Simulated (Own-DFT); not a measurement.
Simulation results for Si3N4 (beta silicon nitride, atoms displaced)

Computed with Own-DFT development build. A calculation, not a measurement: plane-wave PBE density functional theory by an unreviewed code, no spin, of a simulated periodic cell, stress positive in tension, free energy of the whole cell less one offset for each atom, some atoms lie very close together; forces on such cells passed a denser k mesh, this cell's mesh not checked; offsets are fitted by least squares, one for each functional and potential file, so energies compare only between cells with the same atoms and settings and are not formation energies; the far tail of each file's local potential was reset to the Coulomb form; each entry is a single point on an unrelaxed cell, so the pressure reflects the starting lattice, mostly measured values (interpolated for alloys), from which strain is counted, and rises with the displacements; printed positions are rounded, which can move forces by about a meV/angstrom; the program, named Own-DFT, is a retired in-house code; no spin-orbit coupling; before rounding, a Quantum ESPRESSO 7.3.1 run of the same cell and cutoff gave forces within 1 meV/angstrom rms on each cell, which checks the program and not the settings.

Common to all runs: functional PBE; potential files PseudoDojo norm-conserving, scalar-relativistic, standard set; wave cutoff 42 hartree; occupations Fermi-Dirac; smearing width 0.1 eV; k mesh 3 x 3 x 3 centred on Gamma.

```yaml
- entry: 1
  formula: Si3N4
  kind: "beta silicon nitride, atoms displaced"
  structure:
    cell_angstrom: [[7.606, 0.0, 0.0], [-3.803, 6.587, 0.0], [0.0, 0.0, 8.727]]
    atoms_fractional:
      - [Si, 0.18508, 0.76637, 0.08182]
      - [Si, 0.25026, 0.40065, 0.08136]
      - [Si, 0.60567, 0.84618, 0.08623]
      - [Si, 0.84527, 0.22786, 0.24471]
      - [Si, 0.77189, 0.60317, 0.2404]
      - [Si, 0.39536, 0.18084, 0.25554]
      - ["N", 0.35303, 0.033, 0.07911]
      - ["N", 0.9603, 0.30885, 0.0768]
      - ["N", 0.71633, 0.67777, 0.08286]
      - ["N", 0.64903, 0.95819, 0.2289]
      - ["N", 0.03981, 0.69877, 0.26298]
      - ["N", 0.28417, 0.31409, 0.25006]
      - ["N", 0.33008, 0.65966, 0.0983]
      - ["N", 0.65735, 0.31939, 0.24016]
      - [Si, 0.18847, 0.75784, 0.42556]
      - [Si, 0.24201, 0.40329, 0.41765]
      - [Si, 0.61294, 0.85997, 0.43133]
      - [Si, 0.84424, 0.24964, 0.60009]
      - [Si, 0.77946, 0.60354, 0.56119]
      - [Si, 0.39293, 0.1312, 0.57802]
      - ["N", 0.3319, 0.05046, 0.41821]
      - ["N", 0.97349, 0.27235, 0.41227]
      - ["N", 0.70536, 0.65904, 0.39826]
      - ["N", 0.69268, 0.95927, 0.59968]
      - ["N", 0.06872, 0.73405, 0.58698]
      - ["N", 0.29095, 0.3174, 0.58423]
      - ["N", 0.3096, 0.64292, 0.41639]
      - ["N", 0.61708, 0.31196, 0.5721]
      - [Si, 0.16795, 0.76056, 0.74574]
      - [Si, 0.24196, 0.39396, 0.75266]
      - [Si, 0.58705, 0.80894, 0.74371]
      - [Si, 0.83545, 0.22564, 0.92434]
      - [Si, 0.74478, 0.58291, 0.93153]
      - [Si, 0.40968, 0.15918, 0.91305]
      - ["N", 0.35356, 0.06779, 0.73236]
      - ["N", 0.95573, 0.29932, 0.75281]
      - ["N", 0.71174, 0.66756, 0.75844]
      - ["N", 0.65625, 0.9627, 0.93169]
      - ["N", 0.03729, 0.69664, 0.91372]
      - ["N", 0.29161, 0.30794, 0.91372]
      - ["N", 0.34, 0.66098, 0.75645]
      - ["N", 0.64156, 0.28866, 0.91302]
  results:
    "free_energy_of_cell_above_offsets [eV]": "13.555"
    "pressure [GPa]": 18.81
    "stress_xx [GPa]": -9.59
    "stress_yy [GPa]": -7.67
    "stress_zz [GPa]": -39.18
    "stress_yz [GPa]": -0.64
    "stress_xz [GPa]": -2.67
    "stress_xy [GPa]": -0.87
    force_element: [Si, Si, Si, Si, Si, Si, "N", "N", "N", "N", "N", "N", "N", "N", Si, Si, Si, Si, Si, Si, "N", "N", "N", "N", "N", "N", "N", "N", Si, Si, Si, Si, Si, Si, "N", "N", "N", "N", "N", "N", "N", "N"]
    "force_x [eV/angstrom]": [-1.565, -3.798, -0.613, -5.433, 5.337, 5.528, -2.371, 5.791, -4.003, 1.233, -1.092, -1.142, 3.417, 1.305, -4.368, -0.662, 0.132, -5.585, -0.01, -3.25, -0.057, -1.123, -4.612, -0.502, -6.697, -0.124, 6.347, 10.48, 3.826, -1.86, 2.074, -5.436, 5.456, -4.003, -1.02, 5.701, -0.907, 1.48, -1.584, 0.191, -2.552, 6.076]
    "force_y [eV/angstrom]": [0.552, 1.681, -11.13, -0.134, -4.223, -1.951, -2.538, 1.895, 2.507, 7.859, 0.003, 1.388, -0.958, 2.739, 3.905, -2.538, -4.822, -3.061, -3.25, 9.108, -8.574, 0.289, 3.949, 3.929, -3.8, 0.152, 3.025, 8.043, 2.113, 0.899, -0.182, -2.127, -3.481, -2.014, -11.72, 2.601, 0.333, 2.035, -0.601, 0.315, -1.127, 8.906]
    "force_z [eV/angstrom]": [1.102, -0.501, -6.165, 0.466, 0.3, -2.888, 2.258, 2.955, 1.518, 14.96, -2.218, -0.599, -1.179, 0.54, -4.078, 1.596, -5.872, -8.231, 4.386, -6.102, -6.567, 2.004, 3.96, -1.962, -3.95, -0.411, 0.676, 0.011, 6.687, -2.01, 5.737, -3.146, -6.012, -0.482, 15.39, 5.24, -2.632, -7.242, 0.878, 1.646, -0.508, 0.446]
- entry: 2
  formula: Si3N4
  kind: "beta silicon nitride, atoms displaced"
  structure:
    cell_angstrom: [[7.606, 0.0, 0.0], [-3.803, 6.587, 0.0], [0.0, 0.0, 8.727]]
    atoms_fractional:
      - [Si, 0.22026, 0.78357, 0.07654]
      - [Si, 0.23402, 0.42379, 0.08176]
      - [Si, 0.59058, 0.81028, 0.06107]
      - [Si, 0.82713, 0.22156, 0.27822]
      - [Si, 0.75202, 0.57152, 0.23661]
      - [Si, 0.42129, 0.17568, 0.2625]
      - ["N", 0.34283, 0.04217, 0.08201]
      - ["N", 0.95752, 0.28433, 0.09322]
      - ["N", 0.69517, 0.63536, 0.10109]
      - ["N", 0.64032, 0.95899, 0.25886]
      - ["N", 0.03239, 0.70214, 0.24295]
      - ["N", 0.28697, 0.31878, 0.24948]
      - ["N", 0.31643, 0.64583, 0.06176]
      - ["N", 0.6836, 0.37248, 0.25512]
      - [Si, 0.15967, 0.76355, 0.43017]
      - [Si, 0.255, 0.42403, 0.42228]
      - [Si, 0.58952, 0.84228, 0.41615]
      - [Si, 0.85967, 0.24894, 0.58085]
      - [Si, 0.7906, 0.60194, 0.59392]
      - [Si, 0.39026, 0.17571, 0.58356]
      - ["N", 0.31217, 0.01322, 0.42548]
      - ["N", 0.98576, 0.29784, 0.42817]
      - ["N", 0.68894, 0.66546, 0.4079]
      - ["N", 0.70514, 0.96835, 0.58784]
      - ["N", 0.01769, 0.69133, 0.59284]
      - ["N", 0.29291, 0.3124, 0.58772]
      - ["N", 0.32555, 0.6549, 0.42041]
      - ["N", 0.6519, 0.33127, 0.57186]
      - [Si, 0.13921, 0.74635, 0.74872]
      - [Si, 0.22602, 0.39229, 0.7527]
      - [Si, 0.6001, 0.82976, 0.75529]
      - [Si, 0.84476, 0.24003, 0.94003]
      - [Si, 0.75888, 0.57589, 0.91633]
      - [Si, 0.42602, 0.1872, 0.93451]
      - ["N", 0.3284, 0.04049, 0.75674]
      - ["N", 0.98262, 0.30398, 0.76473]
      - ["N", 0.69622, 0.66343, 0.74075]
      - ["N", 0.65839, 0.95933, 0.93094]
      - ["N", 0.01115, 0.69409, 0.91579]
      - ["N", 0.31708, 0.33555, 0.91702]
      - ["N", 0.33165, 0.6502, 0.73981]
      - ["N", 0.63298, 0.31981, 0.91444]
  results:
    "free_energy_of_cell_above_offsets [eV]": "15.765"
    "pressure [GPa]": 20.03
    "stress_xx [GPa]": -14.52
    "stress_yy [GPa]": -29.31
    "stress_zz [GPa]": -16.28
    "stress_yz [GPa]": 9.34
    "stress_xz [GPa]": -1.7
    "stress_xy [GPa]": -1.36
    force_element: [Si, Si, Si, Si, Si, Si, "N", "N", "N", "N", "N", "N", "N", "N", Si, Si, Si, Si, Si, Si, "N", "N", "N", "N", "N", "N", "N", "N", Si, Si, Si, Si, Si, Si, "N", "N", "N", "N", "N", "N", "N", "N"]
    "force_x [eV/angstrom]": [-10.81, 3.517, 1.894, -1.94, 3.43, -2.214, 0.978, 3.171, -10.49, 0.229, 1.825, 0.573, 4.319, 6.286, 1.049, 2.364, 3.007, -6.033, -11.64, 5.847, 0.974, 1.432, 0.519, -1.513, 5.747, -5.746, -2.252, 4.21, 6.555, 4.377, -0.915, -5.398, -2.155, -14.59, -0.097, -3.925, -0.319, 0.789, 2.944, -3.096, -1.781, 18.88]
    "force_y [eV/angstrom]": [1.141, -12.78, -5.715, 1.03, 22.46, 0.524, -2.449, 1.888, 7.373, 3.96, 0.361, 0.665, 8.235, -30.12, -1.893, -5.532, -6.179, -3.768, -5.277, -3.713, 3.105, 1.269, 0.6, 2.191, 1.848, 4.041, 6.659, 0.635, 4.865, 1.524, -1.681, -2.342, 0.794, -10.7, -3.299, -1.607, 0.552, 5.921, 0.624, 1.151, 2.629, 11.01]
    "force_z [eV/angstrom]": [2.309, 1.458, 10.17, -4.115, 12.08, -0.928, 3.952, 5.806, -16.2, -5.501, 0.788, 0.308, -0.589, 3.405, -5.191, -0.905, 4.924, 5.807, -5.512, 2.29, -0.616, -3.105, 1.336, -0.033, -3.422, -0.817, 0.234, 0.661, 4.461, 0.572, -2.65, -7.22, 0.208, -3.904, 0.084, -0.045, 4.527, -6.772, 1.101, 1.663, 0.705, -1.332]
- entry: 3
  formula: Si3N4
  kind: "beta silicon nitride, atoms displaced"
  structure:
    cell_angstrom: [[7.606, 0.0, 0.0], [-3.803, 6.587, 0.0], [0.0, 0.0, 8.727]]
    atoms_fractional:
      - [Si, 0.17852, 0.73894, 0.07446]
      - [Si, 0.2264, 0.39921, 0.08524]
      - [Si, 0.60266, 0.82294, 0.06708]
      - [Si, 0.84189, 0.22046, 0.24648]
      - [Si, 0.76327, 0.60993, 0.24239]
      - [Si, 0.35369, 0.14759, 0.2318]
      - ["N", 0.36708, 0.04735, 0.09557]
      - ["N", 0.97712, 0.30471, 0.06916]
      - ["N", 0.70607, 0.65083, 0.08973]
      - ["N", 0.67672, 0.99977, 0.26299]
      - ["N", 0.02419, 0.70926, 0.2519]
      - ["N", 0.28837, 0.30619, 0.23945]
      - ["N", 0.3605, 0.68714, 0.09537]
      - ["N", 0.66912, 0.33858, 0.24844]
      - [Si, 0.17218, 0.76976, 0.40803]
      - [Si, 0.22295, 0.39341, 0.40685]
      - [Si, 0.59197, 0.808, 0.41686]
      - [Si, 0.83139, 0.24037, 0.57973]
      - [Si, 0.75086, 0.60358, 0.59959]
      - [Si, 0.42314, 0.1867, 0.58796]
      - ["N", 0.36134, 0.05453, 0.41566]
      - ["N", 0.96932, 0.29028, 0.41907]
      - ["N", 0.67089, 0.64896, 0.42]
      - ["N", 0.64115, 0.97677, 0.57083]
      - ["N", 0.04123, 0.71125, 0.59467]
      - ["N", 0.31662, 0.33991, 0.59794]
      - ["N", 0.32238, 0.65294, 0.4253]
      - ["N", 0.66933, 0.33469, 0.57353]
      - [Si, 0.14486, 0.75354, 0.76456]
      - [Si, 0.22399, 0.40421, 0.75402]
      - [Si, 0.60356, 0.84451, 0.73177]
      - [Si, 0.82879, 0.21089, 0.9073]
      - [Si, 0.76381, 0.58767, 0.90429]
      - [Si, 0.39884, 0.17283, 0.93459]
      - ["N", 0.33099, 0.03637, 0.75724]
      - ["N", 0.95922, 0.27926, 0.75698]
      - ["N", 0.6909, 0.66469, 0.73301]
      - ["N", 0.65557, 0.97695, 0.92228]
      - ["N", 0.99718, 0.64362, 0.90737]
      - ["N", 0.32399, 0.34639, 0.95068]
      - ["N", 0.33166, 0.65603, 0.73762]
      - ["N", 0.64979, 0.33645, 0.91589]
  results:
    "free_energy_of_cell_above_offsets [eV]": "13.580"
    "pressure [GPa]": 17.07
    "stress_xx [GPa]": -15.86
    "stress_yy [GPa]": -12.24
    "stress_zz [GPa]": -23.13
    "stress_yz [GPa]": -0.39
    "stress_xz [GPa]": 6.46
    "stress_xy [GPa]": 1.63
    force_element: [Si, Si, Si, Si, Si, Si, "N", "N", "N", "N", "N", "N", "N", "N", Si, Si, Si, Si, Si, Si, "N", "N", "N", "N", "N", "N", "N", "N", Si, Si, Si, Si, Si, Si, "N", "N", "N", "N", "N", "N", "N", "N"]
    "force_x [eV/angstrom]": [-4.185, -1.014, 2.529, -4.638, 5.9, 7.021, 1.84, -0.488, -7.002, 0.282, 1.768, -7.734, -1.638, 0.828, 1.362, 2.212, -5.279, -2.08, 11.37, -1.948, -2.53, 1.573, 3.252, 2.16, -3.751, -1.356, 0.28, 1.889, 6.146, 2.578, -3.05, -5.281, -4.0, 1.835, -0.83, 2.818, -7.702, 0.894, 3.929, -0.098, -1.501, 3.638]
    "force_y [eV/angstrom]": [2.531, 2.836, 1.015, 8.1, -7.49, 3.414, -10.82, -0.607, 5.776, -11.95, 0.755, 5.776, -5.263, 0.905, 2.122, 0.86, 4.301, -0.799, -6.711, -2.556, -4.06, 0.532, -0.271, 0.418, -1.582, -0.48, 0.732, 3.471, 4.303, -0.362, -2.892, 4.482, -2.887, 0.702, -1.886, 1.22, 6.54, -3.386, 2.804, -0.744, 2.734, -1.577]
    "force_z [eV/angstrom]": [2.0, 2.723, 5.014, -0.577, 9.703, 13.85, -10.85, 1.592, -11.3, -1.572, -2.294, 2.566, -0.18, -0.43, 4.02, 3.326, -1.516, -0.18, -16.4, -0.141, -0.87, -0.538, -0.16, 0.916, -3.571, -2.186, -1.923, 1.701, -4.49, 0.587, 2.368, 4.643, 2.312, -3.995, 2.008, -4.885, 15.3, -3.831, 3.948, -7.675, 2.143, -1.152]
- entry: 4
  formula: Si3N4
  kind: "beta silicon nitride, atoms displaced"
  structure:
    cell_angstrom: [[7.606, 0.0, 0.0], [-3.803, 6.587, 0.0], [0.0, 0.0, 8.727]]
    atoms_fractional:
      - [Si, 0.15921, 0.75972, 0.06561]
      - [Si, 0.21526, 0.39587, 0.07896]
      - [Si, 0.58009, 0.80627, 0.07974]
      - [Si, 0.80691, 0.22578, 0.23338]
      - [Si, 0.79274, 0.5963, 0.25378]
      - [Si, 0.42235, 0.16882, 0.26313]
      - ["N", 0.35446, 0.03364, 0.07784]
      - ["N", 0.95078, 0.30906, 0.08274]
      - ["N", 0.70864, 0.68451, 0.08207]
      - ["N", 0.65418, 0.93519, 0.24931]
      - ["N", 0.02106, 0.70305, 0.26519]
      - ["N", 0.29676, 0.33798, 0.2433]
      - ["N", 0.31281, 0.65049, 0.10309]
      - ["N", 0.66587, 0.34658, 0.23682]
      - [Si, 0.20248, 0.79302, 0.41902]
      - [Si, 0.22257, 0.38808, 0.38376]
      - [Si, 0.58387, 0.81044, 0.40995]
      - [Si, 0.81788, 0.22554, 0.56798]
      - [Si, 0.78179, 0.62019, 0.59759]
      - [Si, 0.43671, 0.18871, 0.57323]
      - ["N", 0.319, 0.04044, 0.41635]
      - ["N", 0.95987, 0.30462, 0.42288]
      - ["N", 0.67906, 0.67715, 0.41805]
      - ["N", 0.65133, 0.95796, 0.58003]
      - ["N", 0.03293, 0.69933, 0.59074]
      - ["N", 0.28565, 0.31838, 0.60506]
      - ["N", 0.32939, 0.68016, 0.40959]
      - ["N", 0.67252, 0.35731, 0.5677]
      - [Si, 0.17758, 0.77146, 0.749]
      - [Si, 0.22286, 0.40817, 0.74275]
      - [Si, 0.59602, 0.83666, 0.7476]
      - [Si, 0.82465, 0.22365, 0.91396]
      - [Si, 0.77451, 0.60569, 0.91014]
      - [Si, 0.39832, 0.17298, 0.92231]
      - ["N", 0.33715, 0.02163, 0.74459]
      - ["N", 0.97123, 0.32268, 0.73724]
      - ["N", 0.66253, 0.64929, 0.73305]
      - ["N", 0.66699, 0.98095, 0.92703]
      - ["N", 0.03729, 0.67958, 0.90809]
      - ["N", 0.27755, 0.33493, 0.92247]
      - ["N", 0.33218, 0.66953, 0.76198]
      - ["N", 0.6789, 0.35112, 0.90253]
  results:
    "free_energy_of_cell_above_offsets [eV]": "6.723"
    "pressure [GPa]": 14.07
    "stress_xx [GPa]": -16.3
    "stress_yy [GPa]": -10.57
    "stress_zz [GPa]": -15.34
    "stress_yz [GPa]": -0.05
    "stress_xz [GPa]": 6.14
    "stress_xy [GPa]": -0.69
    force_element: [Si, Si, Si, Si, Si, Si, "N", "N", "N", "N", "N", "N", "N", "N", Si, Si, Si, Si, Si, Si, "N", "N", "N", "N", "N", "N", "N", "N", Si, Si, Si, Si, Si, Si, "N", "N", "N", "N", "N", "N", "N", "N"]
    "force_x [eV/angstrom]": [3.512, -1.999, -2.108, 0.767, -10.52, -2.588, -1.52, 2.892, 3.269, -0.728, 7.8, 6.44, 0.031, 0.655, -5.277, -6.49, -4.604, -1.651, 1.035, -5.961, 0.766, 2.718, 10.11, 0.102, -0.065, 3.811, 2.407, 3.225, 1.863, -0.805, -2.098, -1.449, -1.193, 0.772, -0.043, -2.088, -0.162, 0.475, -4.357, 3.64, 0.981, -1.562]
    "force_y [eV/angstrom]": [1.712, 1.538, 0.898, -2.351, 0.371, 1.942, -2.216, 0.424, -1.984, 6.925, 4.517, -4.521, 1.62, -2.765, -4.342, 4.438, 3.188, 0.208, -1.89, -0.825, 1.017, 0.325, -6.018, 3.236, 1.393, -2.021, -3.975, -0.551, -0.491, 1.857, -1.671, 4.354, -1.234, 2.937, 3.498, -2.816, 2.336, -4.048, 0.105, -3.004, 0.484, -2.597]
    "force_z [eV/angstrom]": [6.185, 1.977, 0.692, 4.413, 0.457, -6.124, 3.124, -0.954, -1.042, -2.346, -1.809, -6.874, -1.855, 0.66, 0.726, 13.63, 2.198, 5.082, -7.112, 4.805, 1.388, -7.335, 0.524, -1.203, -1.956, -7.631, 0.237, -0.215, -1.032, 3.149, 1.553, -2.687, 0.173, -3.968, 0.925, 1.399, 6.655, -2.046, -0.751, -3.2, -0.517, 0.701]
- entry: 5
  formula: Si3N4
  kind: "beta silicon nitride, atoms displaced"
  structure:
    cell_angstrom: [[7.606, 0.0, 0.0], [-3.803, 6.587, 0.0], [0.0, 0.0, 8.727]]
    atoms_fractional:
      - [Si, 0.19354, 0.79279, 0.06577]
      - [Si, 0.25601, 0.40343, 0.07166]
      - [Si, 0.58539, 0.81354, 0.06619]
      - [Si, 0.83327, 0.2623, 0.26395]
      - [Si, 0.76529, 0.58002, 0.26195]
      - [Si, 0.42519, 0.18338, 0.2546]
      - ["N", 0.34186, 0.02888, 0.0764]
      - ["N", 0.97454, 0.31747, 0.07755]
      - ["N", 0.7154, 0.66813, 0.09569]
      - ["N", 0.66343, 0.97865, 0.24774]
      - ["N", 0.06299, 0.69584, 0.2252]
      - ["N", 0.29004, 0.33882, 0.24724]
      - ["N", 0.31624, 0.67254, 0.08633]
      - ["N", 0.63916, 0.3232, 0.25076]
      - [Si, 0.14486, 0.74557, 0.39901]
      - [Si, 0.21043, 0.38904, 0.41755]
      - [Si, 0.58379, 0.83182, 0.39944]
      - [Si, 0.83424, 0.25506, 0.57455]
      - [Si, 0.76151, 0.58579, 0.58239]
      - [Si, 0.43535, 0.18579, 0.59058]
      - ["N", 0.32487, 0.02871, 0.42336]
      - ["N", 0.93334, 0.30474, 0.4047]
      - ["N", 0.71095, 0.66111, 0.41443]
      - ["N", 0.64376, 0.96457, 0.57321]
      - ["N", 0.03835, 0.73047, 0.56884]
      - ["N", 0.33956, 0.35263, 0.59029]
      - ["N", 0.32311, 0.66193, 0.39612]
      - ["N", 0.67566, 0.33256, 0.58081]
      - [Si, 0.1807, 0.77205, 0.754]
      - [Si, 0.22461, 0.40349, 0.75239]
      - [Si, 0.58191, 0.83341, 0.74707]
      - [Si, 0.83885, 0.2399, 0.90956]
      - [Si, 0.77602, 0.61301, 0.9076]
      - [Si, 0.42069, 0.2038, 0.91331]
      - ["N", 0.34141, 0.04255, 0.75898]
      - ["N", 0.98072, 0.31553, 0.73332]
      - ["N", 0.68234, 0.65579, 0.7684]
      - ["N", 0.67864, 0.97582, 0.90911]
      - ["N", 0.02164, 0.68984, 0.91845]
      - ["N", 0.32447, 0.34428, 0.90352]
      - ["N", 0.34285, 0.68605, 0.72919]
      - ["N", 0.62456, 0.30565, 0.9168]
  results:
    "free_energy_of_cell_above_offsets [eV]": "13.816"
    "pressure [GPa]": 17.77
    "stress_xx [GPa]": -26.67
    "stress_yy [GPa]": -10.28
    "stress_zz [GPa]": -16.35
    "stress_yz [GPa]": -1.27
    "stress_xz [GPa]": -6.05
    "stress_xy [GPa]": -8.7
    force_element: [Si, Si, Si, Si, Si, Si, "N", "N", "N", "N", "N", "N", "N", "N", Si, Si, Si, Si, Si, Si, "N", "N", "N", "N", "N", "N", "N", "N", Si, Si, Si, Si, Si, Si, "N", "N", "N", "N", "N", "N", "N", "N"]
    "force_x [eV/angstrom]": [-2.406, -5.703, 0.133, -7.172, 1.522, -12.8, -1.059, 0.795, -2.422, 0.876, -7.157, 2.906, 8.02, 12.71, 4.554, 2.349, 0.065, 0.877, 0.102, -4.83, 0.304, 11.93, -3.49, 2.054, -2.001, -3.71, 0.191, -0.559, -2.048, 4.057, 3.868, -3.413, 2.113, -14.39, -0.671, -1.803, -3.306, 0.576, 1.917, -5.95, -2.488, 25.46]
    "force_y [eV/angstrom]": [-2.786, 2.548, 1.674, -7.434, 2.152, -11.55, 6.155, -0.745, 0.886, 1.177, -3.066, -2.541, -2.547, 9.688, 4.841, 3.29, -1.867, -5.868, 3.111, -5.626, 1.123, 5.249, 2.119, 2.533, -3.057, 0.019, -2.148, 3.561, 2.342, 3.49, 1.47, -0.445, -4.151, -17.41, -1.886, -1.124, 2.475, -0.225, 1.172, 2.642, -5.597, 16.36]
    "force_z [eV/angstrom]": [0.334, 2.057, 3.758, -20.02, -4.55, 0.339, 0.692, 0.151, -2.718, -2.637, 2.231, 0.585, -2.595, -0.026, 1.755, -0.475, 2.257, 1.968, 1.672, -1.068, -1.337, 14.43, 1.787, 0.709, 4.056, -1.141, 1.75, 0.64, -2.445, -3.002, -1.368, 1.892, 7.907, 0.484, -1.308, 1.679, -8.389, -0.13, -2.75, 1.353, 1.547, -0.065]
```
